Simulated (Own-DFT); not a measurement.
# Strain and stress in 4H SiC, 32 atoms (C16Si16)

All numbers below are calculated, not measured. The program, named Own-DFT, is a retired in-house plane-wave density functional code that no person has reviewed. Each row is one single-point run on a periodic cell that was not relaxed, without spin or spin-orbit coupling.

Settings of every run: PBE; PseudoDojo norm-conserving scalar-relativistic files; cutoff 42 hartree; 5 x 5 x 3 k mesh centred on Gamma; Fermi-Dirac smearing of 0.1 eV.

Known limits: forces on such cells passed a denser k mesh, each cell not checked; stress not checked against mesh or cutoff.

Unstrained cell vectors in Å: (6.165, 0.000, 0.000); (-3.083, 5.339, 0.000); (0.000, 0.000, 10.068). The unstrained cell has measured lattice constants (interpolated for alloys), not those of this functional. That, the random moves and any unrelaxed bonds set the pressure at no strain. Each run strains this cell uniformly, with the atoms carried along. Every atom was also moved at random, by a Gaussian of width 0.05 Å on each axis. Strain is the symmetric tensor, in per cent. Stress is positive in tension, and the pressure is minus a third of its trace.

| run | e_xx (%) | e_yy (%) | e_zz (%) | e_yz (%) | e_xz (%) | e_xy (%) | s_xx (GPa) | s_yy (GPa) | s_zz (GPa) | s_yz (GPa) | s_xz (GPa) | s_xy (GPa) | P (GPa) | E (meV/atom) |
|---|---|---|---|---|---|---|---|---|---|---|---|---|---|---|
| 1 | -0.89 | 0.79 | 0.12 | -1.80 | 0.48 | -0.89 | -10.00 | -1.35 | -4.27 | -6.80 | 1.43 | -5.48 | 5.21 | 2.9 |
| 2 | 0.76 | -1.82 | 1.46 | -0.17 | 0.86 | 0.44 | -0.94 | -17.55 | 3.92 | 1.31 | 2.50 | 1.83 | 4.86 | 23.5 |
| 3 | 0.70 | -1.54 | -0.55 | -0.19 | -0.23 | -1.43 | -3.87 | -14.25 | -8.14 | -1.06 | -1.69 | -6.11 | 8.75 | 28.1 |
| 4 | 0.35 | 1.85 | 1.65 | 1.48 | -0.58 | 0.52 | 0.70 | 4.63 | 3.62 | 4.28 | -2.06 | 1.54 | -2.98 | 9.5 |
| 5 | 1.76 | -1.17 | 0.52 | -0.44 | -1.76 | 1.22 | 4.82 | -8.05 | -5.21 | -1.67 | -5.38 | 4.87 | 2.82 | 26.3 |
| 6 | 0.60 | 0.59 | 0.67 | 0.32 | 1.56 | 1.54 | -0.02 | -1.64 | -1.93 | 1.69 | 5.21 | 6.55 | 1.20 | 4.9 |
| 7 | 1.73 | 1.56 | 0.40 | -0.25 | 1.38 | -0.29 | 6.02 | 4.29 | -0.97 | -0.23 | 4.81 | -0.02 | -3.12 | 0.1 |
| 8 | -0.72 | -0.28 | 1.08 | -0.04 | 1.21 | 1.37 | -7.54 | -6.30 | -0.02 | -0.95 | 3.20 | 6.14 | 4.62 | 3.0 |
| 9 | -1.70 | -1.62 | -0.81 | 1.34 | -1.83 | -1.11 | -16.60 | -17.00 | -13.04 | 6.76 | -7.11 | -5.42 | 15.55 | 42.7 |
| 10 | 1.31 | 1.41 | -1.33 | 1.32 | 1.57 | 0.97 | 1.87 | 0.37 | -10.18 | 4.22 | 5.62 | 6.48 | 2.65 | 23.8 |
| 11 | 0.70 | -1.57 | -0.95 | 1.71 | -0.05 | 1.15 | -2.49 | -12.21 | -12.77 | 5.95 | -0.45 | 4.93 | 9.16 | 19.6 |
| 12 | -1.53 | 1.29 | 1.70 | -1.76 | -1.72 | -1.04 | -10.67 | 1.21 | 4.73 | -5.37 | -4.34 | -4.22 | 1.58 | 0.8 |
| 13 | -1.29 | -0.74 | 0.88 | -0.35 | 0.83 | -1.09 | -9.48 | -10.00 | -5.41 | -3.13 | 1.17 | -4.41 | 8.30 | 34.0 |
| 14 | -0.99 | 1.37 | 0.57 | 0.42 | -0.21 | 1.75 | -8.67 | 3.59 | -4.04 | 1.31 | -0.07 | 8.63 | 3.04 | 0.0 |
| 15 | -1.77 | 1.80 | -1.16 | 1.85 | -0.41 | 0.83 | -11.01 | 3.04 | -12.63 | 6.23 | 0.69 | 1.75 | 6.87 | 9.5 |
| 16 | 1.20 | -0.69 | 0.94 | -0.42 | -0.62 | 1.23 | ? | ? | ? | ? | ? | ? | ? | ? |

E is the free energy for each atom above the lowest run shown.

## Worked fit

Each stress component was fitted by least squares to a constant and the strains of the runs shown, as fractions, with shears doubled. Shear strains stay in the fit of a normal stress only where such slopes are resolved. The slopes, in GPa:

```
stress,at no strain,per e_xx,per e_yy,per e_zz,scatter
s_xx,-4.5,519 ± 25,92 ± 22,85 ± 30,1.16
s_yy,-5.5,58 ± 36,552 ± 32,35 ± 44,1.69
s_zz,-6.0,80 ± 37,73 ± 33,550 ± 46,1.74
```

Each shear stress against twice its own strain: yz 177 ± 21, xz 147 ± 8, xy 214 ± 18 GPa. These are stiffnesses along x, y and z of the frame in which the cell vectors are given, which need not be the crystal's axes. The atoms are held to the strained lattice; where symmetry lets them move under strain, relaxing them would lower some slopes. The table should be nearly symmetric about its diagonal, and what it lacks of that shows the noise. A ninth of its sum, 227 ± 6 GPa, estimates the bulk modulus near the mean pressure of these runs, 4.6 GPa, so it lies above the value at zero pressure.

## Withheld run

Question: what normal stresses and pressure should run 16 give?

The fit gives s_xx = 1.8, s_yy = -8.3, s_zz = -0.4 and P = 2.3 GPa. The calculation gave 3.34, -8.67, -0.85 and P = 2.06 GPa.
